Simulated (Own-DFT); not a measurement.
# One host, several defects: C11b WSi2

Everything here is calculated. The program is Own-DFT (plane waves, in-house, since retired, never reviewed by a person); positions were held fixed, and spin and spin-orbit coupling were off.

Settings: PBE; PseudoDojo norm-conserving scalar-relativistic files; cutoff 50 hartree; 5 x 5 x 5 k mesh centred on Gamma; cold (Marzari-Vanderbilt) smearing of 0.2 eV.

Keep in mind: forces on such cells failed a check on a denser k mesh; stress not checked against mesh or cutoff.

All runs share one cell, with vectors in Å (-2.148, -5.953, 3.409); (-6.444, 2.976, 1.136); (-2.553, -2.948, -6.757) and a volume of 403.2 Å³. The atoms are randomly displaced, by u rms on each axis. The defect's site can differ from row to row.

```
              cell  formula   u (Å)  P (GPa)
         no defect  Si20W10  0.0171     4.48
         no defect  Si20W10  0.0205     4.57
         no defect  Si20W10  0.0523     6.33
    one Si vacancy  Si19W10  0.0266     3.41
    one Si vacancy  Si19W10  0.0359     3.39
    one Si vacancy  Si19W10  0.0478     4.57
one W on a Si site  Si19W11  0.0301    10.09
one W on a Si site  Si19W11  0.0331     9.71
one W on a Si site  Si19W11  0.0449        ?
one W on a Si site  Si19W11  0.0505    11.12
one Si on a W site   Si21W9  0.0302     6.20
one Si on a W site   Si21W9  0.0310     5.98
one Si on a W site   Si21W9  0.0477     7.45
```

## Worked fit

P = P0 + c u² + a shift for each defect gives P0 = 4.21 GPa, c = 800 ± 82 GPa/Å² and a scatter of 0.23 GPa. The shifts, and each times the cell's volume:

- one W on a Si site: 4.89 ± 0.19 GPa, 12.3 eV
- one Si on a W site: 1.23 ± 0.19 GPa, 3.1 eV
- one Si vacancy: -1.56 ± 0.19 GPa, -3.9 eV

Positive is outwards. The product with the volume (160.2 GPa Å³ to the eV) is nearly free of the cell's size; divided by the bulk modulus at the cell's pressure it gives the volume that the defect adds. The atoms around the defects weren't relaxed, which would change these numbers.

## Check

Q: what pressure belongs in the blank (one W on a Si site, u = 0.0449 Å)?

From the fit: 10.71 ± 0.27 GPa. The calculation gave 11.18 GPa.
